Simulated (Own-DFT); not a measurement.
## Calculated data, AlN (wurtzite, strained, atoms displaced)

All values are calculated (Own-DFT development build). A calculation, not a measurement: plane-wave PBE density functional theory by an unreviewed code, no spin, of a simulated periodic cell, stress positive in tension, free energy of the whole cell less one offset for each atom, forces on such cells passed a denser k mesh, this cell's mesh not checked; offsets are fitted by least squares, one for each functional and potential file, so energies compare only between cells with the same atoms and settings and are not formation energies; the far tail of each file's local potential was reset to the Coulomb form; each entry is a single point on an unrelaxed cell, so the pressure reflects the starting lattice, mostly measured values (interpolated for alloys), from which strain is counted, and rises with the displacements; printed positions are rounded, which can move forces by about a meV/angstrom; the program, named Own-DFT, is a retired in-house code; no spin-orbit coupling; before rounding, a Quantum ESPRESSO 7.3.1 run of the same cell and cutoff gave forces within 1 meV/angstrom rms on each cell, which checks the program and not the settings.

Settings shared by all entries: functional PBE; potential files PseudoDojo norm-conserving, scalar-relativistic, standard set; wave cutoff 42 hartree; occupations Fermi-Dirac; smearing width 0.1 eV; k mesh 2 x 2 x 2 centred on Gamma.

(1) AlN (wurtzite, strained, atoms displaced)

```
CELL_PARAMETERS angstrom
12.39540 0.15140 -0.04060
-6.06650 10.81290 0.06750
-0.03250 0.04370 10.01940
ATOMIC_POSITIONS crystal
Al 0.08519 0.16120 0.00333
Al 0.16842 0.08189 0.25141
N 0.07594 0.17132 0.18965
N 0.17035 0.08287 0.44617
Al 0.08846 0.17127 0.49263
Al 0.16229 0.07966 0.74908
N 0.08016 0.16493 0.69624
N 0.16239 0.07919 0.93941
Al 0.08261 0.42015 0.99877
Al 0.16637 0.33184 0.23784
N 0.07818 0.41392 0.19212
N 0.16690 0.32686 0.43573
Al 0.09007 0.41902 0.49850
Al 0.16674 0.33838 0.75031
N 0.08397 0.41048 0.69668
N 0.17127 0.33159 0.93996
Al 0.07706 0.65960 0.00268
Al 0.16505 0.58407 0.24155
N 0.08542 0.67200 0.19349
N 0.16502 0.58526 0.43829
Al 0.08622 0.66434 0.49460
Al 0.16015 0.57456 0.74831
N 0.07566 0.66046 0.68801
N 0.17193 0.58841 0.94108
Al 0.08791 0.91657 0.99963
Al 0.17241 0.83477 0.24853
N 0.07543 0.91525 0.18885
N 0.16593 0.82784 0.45362
Al 0.08171 0.91413 0.50257
Al 0.17023 0.84467 0.74776
N 0.09135 0.92177 0.69589
N 0.16048 0.83162 0.94003
Al 0.33555 0.16532 0.00727
Al 0.41999 0.08771 0.25494
N 0.33661 0.16263 0.18738
N 0.41882 0.08989 0.44185
Al 0.33138 0.16339 0.49852
Al 0.40849 0.07793 0.74816
N 0.33183 0.16843 0.69689
N 0.41471 0.07745 0.93551
Al 0.33153 0.41680 0.00586
Al 0.41436 0.33039 0.24390
N 0.33473 0.42176 0.18631
N 0.42026 0.33948 0.44662
Al 0.33624 0.42443 0.49770
Al 0.41513 0.33573 0.74420
N 0.32848 0.40686 0.69160
N 0.41552 0.32353 0.93695
Al 0.33464 0.66673 0.99698
Al 0.41511 0.58440 0.25560
N 0.32889 0.66350 0.19166
N 0.42317 0.57921 0.44076
Al 0.33419 0.66200 0.51052
Al 0.42189 0.58467 0.75271
N 0.34121 0.67304 0.68823
N 0.41454 0.57999 0.94656
Al 0.33272 0.91261 0.99780
Al 0.40777 0.82608 0.25298
N 0.33890 0.92477 0.18758
N 0.41854 0.83070 0.45070
Al 0.34547 0.92692 0.51026
Al 0.41435 0.83073 0.74996
N 0.33550 0.91714 0.69508
N 0.41940 0.83628 0.93919
Al 0.58516 0.17203 0.99406
Al 0.67098 0.08651 0.24649
N 0.58686 0.16748 0.18843
N 0.65989 0.08539 0.45144
Al 0.58399 0.16036 0.49841
Al 0.67244 0.08263 0.74271
N 0.58398 0.16307 0.69967
N 0.66353 0.08282 0.94307
Al 0.58277 0.41592 0.98672
Al 0.66576 0.33628 0.25465
N 0.58858 0.41713 0.19344
N 0.66353 0.33170 0.44283
Al 0.58480 0.41364 0.50772
Al 0.66608 0.33858 0.75398
N 0.59022 0.42044 0.68591
N 0.66556 0.32731 0.94503
Al 0.58210 0.66576 0.99326
Al 0.67011 0.59041 0.24955
N 0.58233 0.66460 0.18474
N 0.66565 0.58566 0.43781
Al 0.58582 0.66232 0.49265
Al 0.66606 0.58302 0.74836
N 0.58823 0.67249 0.69172
N 0.66584 0.59029 0.93948
Al 0.57978 0.91699 0.99937
Al 0.66407 0.83165 0.24811
N 0.58579 0.92588 0.19312
N 0.66649 0.83160 0.44511
Al 0.58090 0.92062 0.49767
Al 0.66612 0.83117 0.74961
N 0.59458 0.92100 0.68743
N 0.66553 0.83262 0.94373
Al 0.82387 0.16668 0.99940
Al 0.91799 0.08124 0.25100
N 0.83519 0.16796 0.18991
N 0.91661 0.08820 0.44341
Al 0.83433 0.16762 0.50037
Al 0.91786 0.08179 0.75435
N 0.82696 0.16330 0.68648
N 0.91921 0.08351 0.94403
Al 0.83007 0.41885 0.99706
Al 0.91320 0.33039 0.24015
N 0.82598 0.41449 0.19646
N 0.91700 0.34412 0.44487
Al 0.83208 0.41979 0.50530
Al 0.91991 0.33045 0.74576
N 0.83128 0.41152 0.68447
N 0.91485 0.33667 0.94071
Al 0.84419 0.66907 0.99889
Al 0.91454 0.58170 0.24761
N 0.82616 0.65973 0.19810
N 0.91449 0.58756 0.43925
Al 0.83711 0.67171 0.49139
Al 0.92409 0.58660 0.75187
N 0.84248 0.66892 0.69180
N 0.91763 0.58747 0.93630
Al 0.83288 0.91642 0.00216
Al 0.91537 0.83524 0.25115
N 0.83733 0.92245 0.18795
N 0.91458 0.83854 0.45646
Al 0.83248 0.91923 0.50324
Al 0.91339 0.83444 0.74918
N 0.83852 0.92142 0.69489
N 0.91845 0.83031 0.95603
```

- free energy of cell above offsets: -53.583 eV
- pressure: 3.33 GPa
- stress xx: -7.23 GPa
- stress yy: -2.01 GPa
- stress zz: -0.75 GPa
- stress yz: 0.95 GPa
- stress xz: -0.46 GPa
- stress xy: 5.22 GPa

Force:
```tsv
element	x (eV/Å)	y (eV/Å)	z (eV/Å)
Al	-1.435	0.849	-0.888
Al	-0.698	-0.131	-0.161
N	2.608	-0.978	0.288
N	-0.665	-0.659	-1.39
Al	-0.752	-1.612	1.993
Al	0.358	1.839	0.617
N	0.026	0.994	-1.308
N	1.434	0.259	0.745
Al	0.7	-1.084	0.014
Al	-0.199	0.663	1.314
N	0.265	1.244	-0.936
N	-0.032	2.691	-0.419
Al	-1.471	-0.888	-0.603
Al	2.604	-3.065	1.151
N	-1.548	1.876	-1.705
N	-1.197	0.31	0.763
Al	0.558	1.968	-0.539
Al	0.101	-1.026	1.352
N	-0.55	-0.861	-0.819
N	2.687	-0.986	-0.159
Al	-2.271	0	1.333
Al	0.104	1.897	0.142
N	2.6	1.392	-0.07
N	-0.63	-1.068	-0.223
Al	-1.748	0.303	0.377
Al	-1.022	0.753	0.924
N	1.855	0.621	1.09
N	0.627	1.931	-1.692
Al	0.327	0.264	0.444
Al	1.558	-3.136	0.809
N	-2.703	-0.416	-1.334
N	2.23	-0.931	-0.09
Al	-0.087	-1.146	-2.787
Al	1.822	-0.509	-0.818
N	-1.987	0.861	1.461
N	0.77	-1.368	0.023
Al	-0.267	2.232	1.556
Al	1.592	1.881	0.934
N	-0.145	-0.488	-1.504
N	-0.285	0.456	1.105
Al	0.897	-0.587	-1.865
Al	1.262	1.291	1.153
N	-0.116	-0.839	1.413
N	-0.148	-1.384	-0.984
Al	0.433	-2.98	0.594
Al	1.767	-1.735	0.889
N	-1.39	3.333	-0.92
N	-0.536	1.841	0.386
Al	0.066	0.584	0.492
Al	1.113	-0.166	-1.277
N	0.197	0.608	-0.387
N	-1.946	1.523	0.106
Al	-0.332	0.806	-2.374
Al	-0.166	-0.601	-0.025
N	-0.76	-2.159	1.774
N	0.229	0.334	-1.335
Al	-0.928	1.037	-0.055
Al	1.109	1.721	0.347
N	-0.484	-1.385	0.778
N	-1.004	-0.177	-1.219
Al	-1.211	-1.75	-1.246
Al	1.575	1.382	0.064
N	-0.471	-0.25	-0.37
N	-0.044	-1.633	-0.038
Al	-0.599	-2.931	0.893
Al	-0.555	0.171	0.841
N	-1.096	0.619	0.342
N	4.224	-1.55	-2.811
Al	-3.138	3.595	2.309
Al	-1.761	-0.392	1.578
N	-1.469	0.69	-1.158
N	0.521	-0.228	-0.846
Al	-0.314	0.504	2.23
Al	0.43	-1.283	0.148
N	-2.463	0.667	-1.415
N	0.79	-0.324	0.263
Al	-0.525	0.685	-2.62
Al	2.019	-2.196	-0.689
N	-1.83	0.253	2.085
N	-0.306	2.91	-1.557
Al	-0.59	0.743	1.291
Al	-0.789	-2.586	0.087
N	-1.195	0.842	0.723
N	1.911	-0.898	0.332
Al	-0.859	1.838	1.598
Al	1.346	1.119	-0.004
N	-0.502	-1.641	-0.653
N	2.285	-1.843	-0.707
Al	0.85	0.748	0.465
Al	0.221	0.576	0.131
N	-0.251	-2.311	-0.042
N	-0.22	0.339	-1.038
Al	1.738	-0.777	0.596
Al	0.717	1.171	0.467
N	-2.027	-0.985	0.26
N	-0.075	0.17	-0.45
Al	1.88	-0.069	-0.071
Al	-1.102	0.511	0.213
N	-0.291	-0.387	0.102
N	1.064	-0.875	-0.793
Al	-1.174	1.265	-0.147
Al	-0.472	0.689	-0.018
N	2.461	1.233	0.665
N	-0.929	0.08	-0.065
Al	0.116	-0.221	0.894
Al	-0.304	0.608	1.981
N	1.313	0.987	-1.755
N	1.938	-1.699	-0.857
Al	-0.634	0.228	-1.574
Al	-1.657	-0.632	0.178
N	-0.126	1.127	2.686
N	0.586	-0.148	-0.277
Al	-3.259	-0.054	1.123
Al	0.154	-0.369	1.311
N	1.43	2.373	-1.448
N	1.526	-0.595	-0.475
Al	-0.909	-0.612	1.645
Al	-1.486	-1.478	-1.131
N	-1.921	0.01	-0.314
N	1.219	-1.875	0.895
Al	0.055	0.163	-0.456
Al	-0.085	-0.757	0.252
N	-0.831	-1.151	1.106
N	1.319	-0.156	-2.334
Al	-0.962	0.659	0.463
Al	1.838	-0.642	0.944
N	-1.169	-0.651	-0.269
N	-0.324	0.991	-2.017
```

(2) AlN (wurtzite, strained, atoms displaced)

```
CELL_PARAMETERS angstrom
12.65660 0.05830 0.10420
-6.27780 10.81480 -0.15490
0.08340 -0.09500 9.85220
ATOMIC_POSITIONS crystal
Al 0.08707 0.16592 0.99704
Al 0.16993 0.08907 0.24689
N 0.08524 0.16645 0.18674
N 0.16893 0.08380 0.43922
Al 0.08689 0.17243 0.50116
Al 0.16517 0.07952 0.74576
N 0.08542 0.17137 0.68682
N 0.16365 0.08151 0.94743
Al 0.07789 0.41213 0.00692
Al 0.16375 0.32714 0.23836
N 0.07778 0.41474 0.18647
N 0.17455 0.33426 0.44334
Al 0.08079 0.41663 0.50389
Al 0.16059 0.32509 0.74933
N 0.08112 0.41011 0.69260
N 0.16551 0.33438 0.94253
Al 0.08562 0.67166 0.99814
Al 0.16793 0.58273 0.25988
N 0.07748 0.66626 0.19833
N 0.15915 0.57808 0.44272
Al 0.08602 0.66809 0.49121
Al 0.16287 0.57898 0.75696
N 0.07146 0.66114 0.68590
N 0.16568 0.58880 0.93975
Al 0.08376 0.91681 0.00107
Al 0.17340 0.83909 0.25480
N 0.07922 0.91584 0.18048
N 0.16370 0.83021 0.44200
Al 0.08132 0.91520 0.50304
Al 0.17357 0.83964 0.75099
N 0.08866 0.91922 0.68841
N 0.16859 0.83596 0.94788
Al 0.33066 0.16729 0.99628
Al 0.42108 0.09349 0.25151
N 0.33798 0.16587 0.18563
N 0.41422 0.09072 0.43768
Al 0.34141 0.17157 0.50401
Al 0.41357 0.07973 0.74471
N 0.33354 0.17071 0.69598
N 0.41427 0.08799 0.93788
Al 0.33948 0.42305 0.00572
Al 0.40975 0.33096 0.25483
N 0.33427 0.42158 0.19536
N 0.42295 0.32826 0.43738
Al 0.33911 0.40994 0.50955
Al 0.40300 0.32721 0.75090
N 0.32856 0.40837 0.68015
N 0.41071 0.32870 0.93600
Al 0.33500 0.66100 0.99978
Al 0.41328 0.57752 0.24990
N 0.33108 0.66824 0.19021
N 0.41517 0.58124 0.44202
Al 0.33423 0.66526 0.50333
Al 0.41428 0.58753 0.73768
N 0.33256 0.67444 0.68096
N 0.41554 0.58873 0.94485
Al 0.33262 0.90701 0.99794
Al 0.40859 0.83048 0.25338
N 0.32589 0.91904 0.19626
N 0.41413 0.83239 0.44337
Al 0.34192 0.91805 0.50032
Al 0.41238 0.82776 0.75432
N 0.33415 0.91727 0.69242
N 0.42088 0.83760 0.94500
Al 0.58228 0.16126 0.99407
Al 0.66698 0.08550 0.25213
N 0.58434 0.17303 0.19055
N 0.67196 0.07818 0.44791
Al 0.58333 0.16403 0.50534
Al 0.66646 0.08278 0.74846
N 0.58260 0.17983 0.68846
N 0.66595 0.08584 0.94487
Al 0.58619 0.41270 0.00032
Al 0.65971 0.32752 0.24991
N 0.58545 0.41682 0.18721
N 0.66588 0.32948 0.43200
Al 0.58764 0.41477 0.50997
Al 0.66301 0.32984 0.75265
N 0.59154 0.42105 0.68971
N 0.67019 0.33643 0.93937
Al 0.57302 0.65992 0.00844
Al 0.66350 0.58249 0.25035
N 0.58492 0.66655 0.18350
N 0.66675 0.58053 0.44577
Al 0.58047 0.67231 0.50350
Al 0.66085 0.58009 0.75352
N 0.57755 0.65992 0.69671
N 0.66790 0.58988 0.93488
Al 0.58430 0.91463 0.00289
Al 0.66373 0.83553 0.25175
N 0.58771 0.92107 0.18596
N 0.66637 0.83792 0.44388
Al 0.57996 0.91396 0.49173
Al 0.66857 0.84731 0.75275
N 0.57885 0.90912 0.68994
N 0.66688 0.83513 0.93409
Al 0.82745 0.16439 0.00667
Al 0.91787 0.08014 0.25690
N 0.83477 0.15687 0.19324
N 0.91519 0.08413 0.44334
Al 0.83592 0.16881 0.49832
Al 0.91850 0.08129 0.73896
N 0.83443 0.16774 0.70136
N 0.90781 0.07607 0.94036
Al 0.84102 0.42028 0.00131
Al 0.91699 0.33543 0.25143
N 0.83192 0.41257 0.18582
N 0.91111 0.32839 0.44064
Al 0.82957 0.40982 0.50796
Al 0.91900 0.33619 0.75775
N 0.83384 0.41563 0.69130
N 0.92077 0.33246 0.94728
Al 0.83990 0.66429 0.01029
Al 0.91631 0.58889 0.24512
N 0.83337 0.66511 0.18949
N 0.91150 0.57609 0.44203
Al 0.82806 0.66616 0.49911
Al 0.91205 0.57995 0.75209
N 0.83991 0.66895 0.68714
N 0.91293 0.58059 0.94196
Al 0.82213 0.91392 0.99948
Al 0.92023 0.83540 0.24898
N 0.83757 0.91918 0.19905
N 0.91841 0.83513 0.43733
Al 0.83600 0.91609 0.49531
Al 0.91497 0.83458 0.75066
N 0.83550 0.92259 0.68621
N 0.91949 0.83227 0.92849
```

- free energy of cell above offsets: -52.218 eV
- pressure: 3.78 GPa
- stress xx: 2.24 GPa
- stress yy: -1.83 GPa
- stress zz: -11.76 GPa
- stress yz: -3.12 GPa
- stress xz: 2.38 GPa
- stress xy: 2.4 GPa

Force:
```tsv
element	x (eV/Å)	y (eV/Å)	z (eV/Å)
Al	-2.243	-0.43	-0.24
Al	0.505	-1.337	-0.092
N	-0.326	-0.581	0.554
N	0.016	0.255	0.511
Al	0.272	-0.881	-1.328
Al	-0.328	1.114	0.752
N	0.43	-2.46	0.815
N	0.972	0.181	-1.717
Al	0.632	1.012	-1.967
Al	-0.586	1.631	1.78
N	1.335	0.356	2.475
N	-1.065	0.428	-0.984
Al	0.491	-0.952	-0.735
Al	0.179	2.247	0.497
N	-0.001	0.883	0.478
N	0.923	0.238	0.269
Al	-0.804	-0.698	0.904
Al	-1.183	-0.252	-2.251
N	1.873	0.708	-0.891
N	1.953	0.547	0.714
Al	-2.312	-1.078	1.243
Al	-1.054	0.603	-2.295
N	2.407	1.056	1.086
N	1.384	-0.864	1.243
Al	-0.95	-0.175	-1.634
Al	-2.755	-1.209	-0.652
N	0.919	0.431	3.005
N	1.07	1.39	0.481
Al	0.407	0.327	-1.246
Al	-1.486	-1.978	-0.263
N	-0.52	-0.549	0.836
N	0.592	-0.133	-1.373
Al	0.19	-0.437	0.015
Al	0.225	-1.241	-0.987
N	-1.766	0.869	0.571
N	2.818	-1.942	1.374
Al	-2.199	-0.769	-0.077
Al	-0.102	1.851	1.129
N	0.164	-2.12	-0.965
N	1.422	-1.501	-0.007
Al	-0.616	-1.22	-1.37
Al	1.628	0.402	-1.564
N	0.14	-2.097	-0.738
N	-0.672	1.304	1.467
Al	-0.84	0.512	-4.988
Al	1.988	1.993	0.11
N	-0.82	1.256	4.872
N	0.174	1.553	1.316
Al	-3.088	1.713	0.532
Al	-0.089	2.522	0.759
N	0.532	-0.85	0.749
N	0.32	0.12	0.359
Al	-0.994	-0.528	-2.503
Al	0.355	-0.943	0.993
N	0.067	-2.23	2.953
N	1.232	-1.864	-1.564
Al	-1.834	2.561	1.093
Al	0.418	1.164	-1.125
N	3.027	0.67	-0.713
N	1.083	-0.448	-0.61
Al	-2.986	0.572	-0.336
Al	0.423	1.884	-0.273
N	0.835	-0.425	-0.313
N	0.728	-1.714	-0.401
Al	-1.846	1.673	0.664
Al	0.379	0.444	-0.241
N	0.633	-2.916	-0.51
N	-1.992	0.691	-0.589
Al	-0.096	0.869	-1.995
Al	-0.077	0.356	-0.011
N	0.811	-4.373	0.388
N	0.588	-1.262	-0.853
Al	-1.097	1.067	-0.984
Al	1.01	2.787	-0.891
N	-1.264	-0.255	0.875
N	0.233	-0.303	2.632
Al	0.071	0.189	-2.532
Al	0.493	3.09	0.33
N	-1.333	-1.577	1.598
N	0.763	-1.028	0.51
Al	2.019	1.285	-3.979
Al	0.891	-0.213	0.145
N	-0.931	0.087	3.581
N	-1.545	0.576	-0.807
Al	1.301	-1.062	0.068
Al	1.209	1.419	-1.175
N	-0.387	1.676	-0.896
N	0.241	-1.105	2.758
Al	-0.204	0.803	-1.266
Al	1.201	0.047	-0.404
N	-1.15	-1.002	2.065
N	0.675	-1.123	-0.558
Al	0.151	0.26	1.518
Al	1.967	-2.25	-1.204
N	-1.77	1.611	-0.362
N	-0.965	-0.935	1.998
Al	1.458	0.005	-1.122
Al	0.184	0.809	-1.184
N	-1.387	1.364	0.769
N	1.227	0.226	0.701
Al	-0.057	-0.502	1.197
Al	-0.715	1.364	1.959
N	-0.353	-0.105	-1.44
N	0.917	1.26	-0.348
Al	-1.056	-1.088	-0.346
Al	-0.632	-0.727	-0.557
N	-0.344	0.342	1.225
N	1.051	0.812	0.389
Al	-0.518	1.172	-2.1
Al	-0.354	-0.666	-0.579
N	-0.115	-0.98	1.521
N	-0.955	-0.245	-0.318
Al	-2.316	1.047	-3.332
Al	0.416	-2.231	1.707
N	-1.108	0.634	1.684
N	0.006	0.742	-0.543
Al	1.76	-0.297	0.056
Al	-0.258	0.851	-0.965
N	-1.727	-0.222	0.613
N	1.56	0.507	0.219
Al	2.623	0.305	0.283
Al	-0.169	-0.184	-0.549
N	-1.054	-1.611	-0.935
N	0.143	-0.432	0.665
Al	-0.703	0.341	0.038
Al	0.432	-0.497	-1.846
N	-0.006	-1.926	-0.139
N	-0.44	-0.036	3.667
```
